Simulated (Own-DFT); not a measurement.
# What a defect does to the pressure of its cell: C11b WSi2

The numbers are computed, not measured, by runs of the plane-wave DFT program Own-DFT (in-house, retired, unreviewed) at fixed positions, with no spin and no spin-orbit coupling.

Settings: PBE; PseudoDojo norm-conserving scalar-relativistic files; cutoff 50 hartree; 5 x 5 x 5 k mesh centred on Gamma; cold (Marzari-Vanderbilt) smearing of 0.2 eV.

Caveats: forces on such cells failed a check on a denser k mesh; stress not checked against mesh or cutoff.

All runs share one cell, with vectors in Å (-2.148, -5.953, 3.409); (-6.444, 2.976, 1.136); (-2.553, -2.948, -6.757) and a volume of 403.2 Å³. u is the rms random offset of the atoms per axis. The defect's site can differ from row to row.

| cell | formula | u (Å) | P (GPa) |
|---|---|---|---|
| no defect | Si20W10 | 0.0187 | 4.42 |
| no defect | Si20W10 | 0.0239 | 4.62 |
| no defect | Si20W10 | 0.0425 | 5.96 |
| one Si vacancy | Si19W10 | 0.0295 | 3.26 |
| one Si vacancy | Si19W10 | 0.0324 | 3.64 |
| one Si vacancy | Si19W10 | 0.0510 | 4.92 |
| one Si on a W site | Si21W9 | 0.0294 | ? |
| one Si on a W site | Si21W9 | 0.0348 | 6.40 |
| one Si on a W site | Si21W9 | 0.0457 | 6.59 |
| one Si on a W site | Si21W9 | 0.0482 | 7.51 |
| one W on a Si site | Si19W11 | 0.0295 | 9.76 |
| one W on a Si site | Si19W11 | 0.0468 | 10.85 |
| one W on a Si site | Si19W11 | 0.0516 | 11.25 |

## Analysis

P = P0 + c u² + a shift for each defect gives P0 = 4.18 GPa, c = 905 ± 96 GPa/Å² and a scatter of 0.22 GPa. The shifts, and each times the cell's volume:

- one W on a Si site: 4.72 ± 0.21 GPa, 11.9 eV
- one Si on a W site: 0.96 ± 0.21 GPa, 2.4 eV
- one Si vacancy: -1.60 ± 0.19 GPa, -4.0 eV

Positive is outwards. The product with the volume (160.2 GPa Å³ to the eV) is nearly free of the cell's size; divided by the bulk modulus at the cell's pressure it gives the volume that the defect adds. The atoms around the defects weren't relaxed, which would change these numbers.

## Prediction

Question: what pressure belongs in the blank (one Si on a W site, u = 0.0294 Å)?

From the fit: 5.92 ± 0.28 GPa. The hidden result is 6.28 GPa.
